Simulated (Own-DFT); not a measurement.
Simulation results for SiC (4H silicon carbide, atoms displaced)

All values are calculated (Own-DFT development build). A calculation, not a measurement: plane-wave PBE density functional theory by an unreviewed code, no spin, of a simulated periodic cell, stress positive in tension, free energy of the whole cell less one offset for each atom, forces on such cells passed a denser k mesh, this cell's mesh not checked; offsets are fitted by least squares, one for each functional and potential file, so energies compare only between cells with the same atoms and settings and are not formation energies; the far tail of each file's local potential was reset to the Coulomb form; each entry is a single point on an unrelaxed cell, so the pressure reflects the starting lattice, mostly measured values (interpolated for alloys), from which strain is counted, and rises with the displacements; printed positions are rounded, which can move forces by about a meV/angstrom; the program, named Own-DFT, is a retired in-house code; no spin-orbit coupling.

```yaml
- formula: SiC
  kind: "4H silicon carbide, atoms displaced"
  structure:
    cell_angstrom: [[12.3308, 0.0, 0.0], [-6.1654, 10.6788, 0.0], [0.0, 0.0, 10.0681]]
    atoms_fractional:
      - [Si, 0.00363, 0.00526, 0.40284]
      - [Si, 0.08834, 0.17225, 0.15623]
      - [C, 0.99806, 0.99567, 0.08621]
      - [C, 0.07724, 0.16553, 0.33947]
      - [Si, 0.99377, 0.24169, 0.39997]
      - [Si, 0.08304, 0.41793, 0.14938]
      - [C, 0.00085, 0.25627, 0.08887]
      - [C, 0.08275, 0.41251, 0.33993]
      - [Si, 0.0027, 0.50471, 0.40474]
      - [Si, 0.08729, 0.66977, 0.15825]
      - [C, 0.99632, 0.49522, 0.09468]
      - [C, 0.08976, 0.66478, 0.34319]
      - [Si, 0.00113, 0.74835, 0.40326]
      - [Si, 0.07384, 0.91093, 0.16803]
      - [C, 0.99398, 0.73866, 0.09547]
      - [C, 0.0781, 0.91585, 0.3457]
      - [Si, 0.24377, 0.004, 0.4067]
      - [Si, 0.3381, 0.17807, 0.15773]
      - [C, 0.2528, 0.00544, 0.09098]
      - [C, 0.33116, 0.16502, 0.3535]
      - [Si, 0.2489, 0.24569, 0.41567]
      - [Si, 0.32092, 0.40607, 0.15872]
      - [C, 0.23963, 0.23463, 0.08712]
      - [C, 0.33648, 0.41824, 0.34223]
      - [Si, 0.25316, 0.50036, 0.40243]
      - [Si, 0.33599, 0.66486, 0.15998]
      - [C, 0.24226, 0.49311, 0.09654]
      - [C, 0.3277, 0.66132, 0.33304]
      - [Si, 0.2491, 0.74321, 0.40843]
      - [Si, 0.33853, 0.91188, 0.15384]
      - [C, 0.24636, 0.75897, 0.09828]
      - [C, 0.32751, 0.91998, 0.34189]
      - [Si, 0.4844, 0.99197, 0.41326]
      - [Si, 0.57821, 0.17189, 0.16026]
      - [C, 0.50592, 0.00412, 0.10456]
      - [C, 0.58193, 0.16181, 0.35097]
      - [Si, 0.49801, 0.24646, 0.40108]
      - [Si, 0.5792, 0.41296, 0.16345]
      - [C, 0.49962, 0.24916, 0.08832]
      - [C, 0.57546, 0.4158, 0.34782]
      - [Si, 0.49682, 0.49786, 0.41134]
      - [Si, 0.59164, 0.66607, 0.16275]
      - [C, 0.49558, 0.5009, 0.1012]
      - [C, 0.58347, 0.65832, 0.34661]
      - [Si, 0.50985, 0.75165, 0.40344]
      - [Si, 0.59247, 0.92757, 0.15039]
      - [C, 0.50741, 0.74704, 0.09362]
      - [C, 0.58261, 0.91845, 0.35544]
      - [Si, 0.74473, 0.99513, 0.40053]
      - [Si, 0.83946, 0.16512, 0.15136]
      - [C, 0.74719, 0.99604, 0.08864]
      - [C, 0.83069, 0.16934, 0.34181]
      - [Si, 0.75487, 0.24993, 0.40841]
      - [Si, 0.8394, 0.4212, 0.15354]
      - [C, 0.73559, 0.2371, 0.08274]
      - [C, 0.83585, 0.41109, 0.33642]
      - [Si, 0.74683, 0.50161, 0.40206]
      - [Si, 0.83189, 0.65957, 0.15389]
      - [C, 0.74717, 0.50553, 0.08954]
      - [C, 0.8339, 0.67206, 0.35079]
      - [Si, 0.75719, 0.75272, 0.4023]
      - [Si, 0.82298, 0.90645, 0.15542]
      - [C, 0.74663, 0.75162, 0.09023]
      - [C, 0.82769, 0.90838, 0.34081]
      - [Si, 0.99589, 0.00262, 0.90247]
      - [Si, 0.91368, 0.83233, 0.65707]
      - [C, 0.00405, 0.00937, 0.59039]
      - [C, 0.91529, 0.84108, 0.84412]
      - [Si, 0.9965, 0.74551, 0.90323]
      - [Si, 0.91738, 0.59324, 0.66423]
      - [C, 0.00353, 0.74846, 0.59323]
      - [C, 0.92302, 0.57951, 0.8356]
      - [Si, 0.00892, 0.50398, 0.91642]
      - [Si, 0.92041, 0.35029, 0.65402]
      - [C, 0.00625, 0.50607, 0.59626]
      - [C, 0.92037, 0.333, 0.84426]
      - [Si, 0.01262, 0.25833, 0.90147]
      - [Si, 0.90764, 0.0774, 0.64818]
      - [C, 0.99917, 0.25321, 0.59728]
      - [C, 0.91854, 0.08228, 0.84978]
      - [Si, 0.74906, 0.00253, 0.90689]
      - [Si, 0.66843, 0.83368, 0.65069]
      - [C, 0.74957, 0.98778, 0.59115]
      - [C, 0.67271, 0.83738, 0.83095]
      - [Si, 0.7484, 0.74858, 0.89915]
      - [Si, 0.66686, 0.57769, 0.65262]
      - [C, 0.75304, 0.74398, 0.5832]
      - [C, 0.67739, 0.59154, 0.84322]
      - [Si, 0.73829, 0.49631, 0.91859]
      - [Si, 0.66348, 0.33139, 0.6645]
      - [C, 0.74528, 0.492, 0.5882]
      - [C, 0.65927, 0.33693, 0.84886]
      - [Si, 0.74902, 0.25188, 0.90939]
      - [Si, 0.66832, 0.08596, 0.66103]
      - [C, 0.75296, 0.26355, 0.59855]
      - [C, 0.67719, 0.08837, 0.84387]
      - [Si, 0.49563, 0.99567, 0.90616]
      - [Si, 0.41735, 0.83396, 0.65454]
      - [C, 0.50286, 0.99847, 0.59386]
      - [C, 0.41109, 0.82862, 0.84048]
      - [Si, 0.49403, 0.74624, 0.90674]
      - [Si, 0.42824, 0.58704, 0.66344]
      - [C, 0.49811, 0.75553, 0.58516]
      - [C, 0.41027, 0.58077, 0.85264]
      - [Si, 0.50818, 0.50862, 0.90399]
      - [Si, 0.40412, 0.31957, 0.65212]
      - [C, 0.49692, 0.49515, 0.58694]
      - [C, 0.40952, 0.33616, 0.84746]
      - [Si, 0.49743, 0.24602, 0.90732]
      - [Si, 0.41351, 0.08391, 0.66191]
      - [C, 0.4977, 0.24609, 0.58918]
      - [C, 0.41681, 0.08522, 0.84052]
      - [Si, 0.24714, 0.99865, 0.91025]
      - [Si, 0.16938, 0.8321, 0.65455]
      - [C, 0.25074, 0.00816, 0.6023]
      - [C, 0.16351, 0.8271, 0.84723]
      - [Si, 0.25379, 0.74722, 0.91044]
      - [Si, 0.18404, 0.59083, 0.64817]
      - [C, 0.24701, 0.75211, 0.60307]
      - [C, 0.17512, 0.58979, 0.84911]
      - [Si, 0.24686, 0.50227, 0.90592]
      - [Si, 0.16758, 0.32957, 0.65924]
      - [C, 0.25103, 0.50314, 0.59462]
      - [C, 0.16351, 0.34001, 0.83612]
      - [Si, 0.25371, 0.25666, 0.91646]
      - [Si, 0.17175, 0.09436, 0.64953]
      - [C, 0.24539, 0.24073, 0.58726]
      - [C, 0.16066, 0.08084, 0.8489]
  settings:
    functional: PBE
    potential_files: "PseudoDojo norm-conserving, scalar-relativistic, standard set"
    "wave_cutoff [hartree]": 42.0
    occupations: Fermi-Dirac
    "smearing_width [eV]": 0.1
    hardware: "one NVIDIA H200"
    k_mesh: "3 x 3 x 3 centred on Gamma"
  results:
    "free_energy_of_cell_above_offsets [eV]": "-7.254"
    "pressure [GPa]": 5.83
    "stress_xx [GPa]": -4.56
    "stress_yy [GPa]": -5.42
    "stress_zz [GPa]": -7.52
    "stress_yz [GPa]": 0.61
    "stress_xz [GPa]": 0.67
    "stress_xy [GPa]": -0.22
    force_element: [Si, Si, C, C, Si, Si, C, C, Si, Si, C, C, Si, Si, C, C, Si, Si, C, C, Si, Si, C, C, Si, Si, C, C, Si, Si, C, C, Si, Si, C, C, Si, Si, C, C, Si, Si, C, C, Si, Si, C, C, Si, Si, C, C, Si, Si, C, C, Si, Si, C, C, Si, Si, C, C, Si, Si, C, C, Si, Si, C, C, Si, Si, C, C, Si, Si, C, C, Si, Si, C, C, Si, Si, C, C, Si, Si, C, C, Si, Si, C, C, Si, Si, C, C, Si, Si, C, C, Si, Si, C, C, Si, Si, C, C, Si, Si, C, C, Si, Si, C, C, Si, Si, C, C, Si, Si, C, C]
    "force_x [eV/angstrom]": [-1.633, -2.499, -1.056, 2.169, -0.322, -0.724, 1.559, -0.208, 0.785, -0.741, 1.056, -1.964, 0.243, 1.18, 0.02, 0.624, 1.467, 0.346, 0.423, -0.458, -1.188, 1.246, 0.752, -0.669, -1.054, -0.291, 1.258, 1.395, 0.02, -2.176, 2.879, 0.122, 2.156, 2.059, -1.267, -0.397, 0.729, -0.751, -0.99, 1.804, -0.103, -2.033, 0.87, 0.297, -1.656, -0.959, -1.744, -0.955, 0.962, -2.361, 1.503, 1.322, -2.259, -1.956, 1.568, -1.455, 1.047, -1.244, 0.612, 2.091, -2.174, 1.582, 1.799, -0.011, 1.607, 1.084, 0.181, 1.15, -0.068, 1.143, -1.064, -1.94, -0.851, 1.508, -0.232, -0.971, -3.45, 1.64, -0.312, -1.946, 2.029, 0.059, -1.929, -1.59, -0.172, 0.04, -1.337, -1.527, 2.434, -1.1, 0.382, 1.276, 0.76, 0.903, 1.306, -2.826, 0.937, -0.277, -1.47, 1.225, 1.691, -2.279, 1.692, 1.94, -1.091, 1.919, 0.116, 2.256, -1.391, 1.225, -0.215, 0.126, -0.603, -2.367, 0.462, 0.499, -2.276, -3.981, 2.799, -0.697, 0.655, -1.689, 3.255, 3.389, -1.577, -1.189, -1.012, 1.09]
    "force_y [eV/angstrom]": [-1.531, -2.863, 0.283, 0.3, 2.639, -0.736, -0.97, 0.483, -2.083, -1.219, 2.371, 0.796, -0.113, 0.896, 1.544, -0.007, -1.644, -3.562, -0.78, 1.184, 1.409, 1.469, 3.595, -1.729, -0.922, 0.335, 1.416, 1.166, 1.934, 3.544, -3.179, -1.613, 1.349, -1.586, -0.499, 0.742, 0.366, 1.123, 1.064, -0.691, 0.123, -0.824, -1.151, 1.86, -0.784, -2.859, 1.117, -0.558, 0.885, 0.074, 1.168, -2.11, 0.381, -2.372, 2.306, 1.708, -1.003, 2.651, -2.529, -2.214, -1.201, 2.551, -2.049, 2.543, -0.403, 1.115, -1.578, -2.398, 0.616, -2.755, 1.552, 0.11, -0.94, -2.723, 2.184, 1.245, -2.841, 2.233, -0.793, 1.511, -0.583, -2.078, 3.167, -1.064, 2.657, 0.308, 0.445, -2.269, 0.847, 0.766, 1.382, -0.738, 0.563, 0.029, -2.521, -0.688, 1.142, 0.268, 0.607, 1.106, 1.163, -0.288, -1.643, 0.638, -1.254, 2.357, -0.208, 0.15, 0.772, -0.083, 0.313, -0.899, -0.268, 1.509, -2.019, 1.008, 1.236, -1.307, 0.242, -1.106, -0.81, 0.926, -1.273, 0.233, -1.823, -5.335, 4.332, 1.956]
    "force_z [eV/angstrom]": [0.618, -0.778, 2.407, 0.297, 1.962, 2.355, 0.024, 0.306, 0.715, -0.137, 0.241, -0.062, 1.142, -4.074, -0.041, 1.118, 0.813, 0.167, 2.219, -2.288, -4.042, -0.657, 2.953, 1.083, 0.447, -2.751, -1.317, 3.602, -0.159, 1.184, -1.566, 0.892, -1.1, 0.472, -2.373, -0.868, 1.796, -1.381, 1.765, -0.572, -1.872, -0.764, -1.32, 0.179, -0.669, 2.28, 0.393, -2.627, 1.113, -0.233, 0.874, -0.533, 0.363, -0.378, 3.402, 0.95, 0.567, 1.067, 3.255, -2.517, 0.916, -0.669, -0.556, -0.243, 0.93, -0.75, -0.359, -0.421, 0.254, -3.286, -0.464, 4.282, -3.288, 1.348, -1.187, 0.446, 0.204, 2.117, -1.307, -1.671, -1.177, -0.376, -1.36, 2.28, 1.062, -0.623, 1.922, -0.975, -4.034, -1.422, 1.117, -0.031, -2.184, -1.408, -0.699, -0.005, 0.27, 0.099, 1.44, 0.923, -0.094, -1.415, 1.684, -1.483, 1.458, 1.012, 3.255, -0.873, -0.959, -1.923, 1.169, 1.89, -1.023, 1.849, -1.888, -0.301, 0.084, 2.672, -2.851, -0.878, 0.677, -2.125, -0.949, 1.895, -3.996, 3.92, 1.628, -1.495]
    "wall_time [s]": 586.0
```
